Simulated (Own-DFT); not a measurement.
# Point defects and the pressure they add: D0_22 TiAl3

The numbers are computed, not measured, by runs of the plane-wave DFT program Own-DFT (in-house, retired, unreviewed) at fixed positions, with no spin and no spin-orbit coupling.

Common settings: PBE; PseudoDojo norm-conserving scalar-relativistic files; cutoff 42 hartree; 4 x 4 x 4 k mesh centred on Gamma; cold (Marzari-Vanderbilt) smearing of 0.2 eV.

Keep in mind: forces on such cells failed a check on a denser k mesh; stress not checked against mesh or cutoff.

All runs share one cell, with vectors in Å (-2.365, -6.981, 4.326); (-7.667, 3.491, 1.442); (-2.950, -3.488, -7.241) and a volume of 625.4 Å³. The atoms are randomly displaced, by u rms on each axis. The defect's site can differ from row to row.

```
cell,formula,u (Å),P (GPa)
no defect,Al30Ti10,0.0178,1.95
no defect,Al30Ti10,0.0182,1.94
no defect,Al30Ti10,0.0486,2.55
two Al on a Ti site each,Al32Ti8,0.0304,2.88
two Al on a Ti site each,Al32Ti8,0.0305,2.88
two Al on a Ti site each,Al32Ti8,0.0503,3.34
two Al vacancies,Al28Ti10,0.0290,1.29
two Al vacancies,Al28Ti10,0.0290,?
two Al vacancies,Al28Ti10,0.0502,1.60
two Al vacancies,Al28Ti10,0.0517,1.66
two Ti on an Al site each,Al28Ti12,0.0256,3.29
two Ti on an Al site each,Al28Ti12,0.0280,3.09
two Ti on an Al site each,Al28Ti12,0.0533,3.65
```

## Analysis

P = P0 + c u² + a shift for each defect gives P0 = 1.90 GPa, c = 247 ± 26 GPa/Å² and a scatter of 0.08 GPa. The shifts, and each times the cell's volume:

- two Ti on an Al site each: 1.09 ± 0.07 GPa, 4.3 eV (2.1 eV for each of its 2 sites)
- two Al on a Ti site each: 0.77 ± 0.07 GPa, 3.0 eV (1.5 eV for each of its 2 sites)
- two Al vacancies: -0.88 ± 0.07 GPa, -3.4 eV (-1.7 eV for each of its 2 sites)

Against the defect-free cell, a freed cell would be larger where the shift is positive and smaller where it is negative (160.2 GPa Å³ is 1 eV). The atoms around the defects weren't relaxed, which would change these numbers.

## Test on the hidden row

Question: what pressure belongs in the blank (two Al vacancies, u = 0.0290 Å)?

From the fit: 1.23 ± 0.10 GPa. The run itself gave 1.28 GPa.
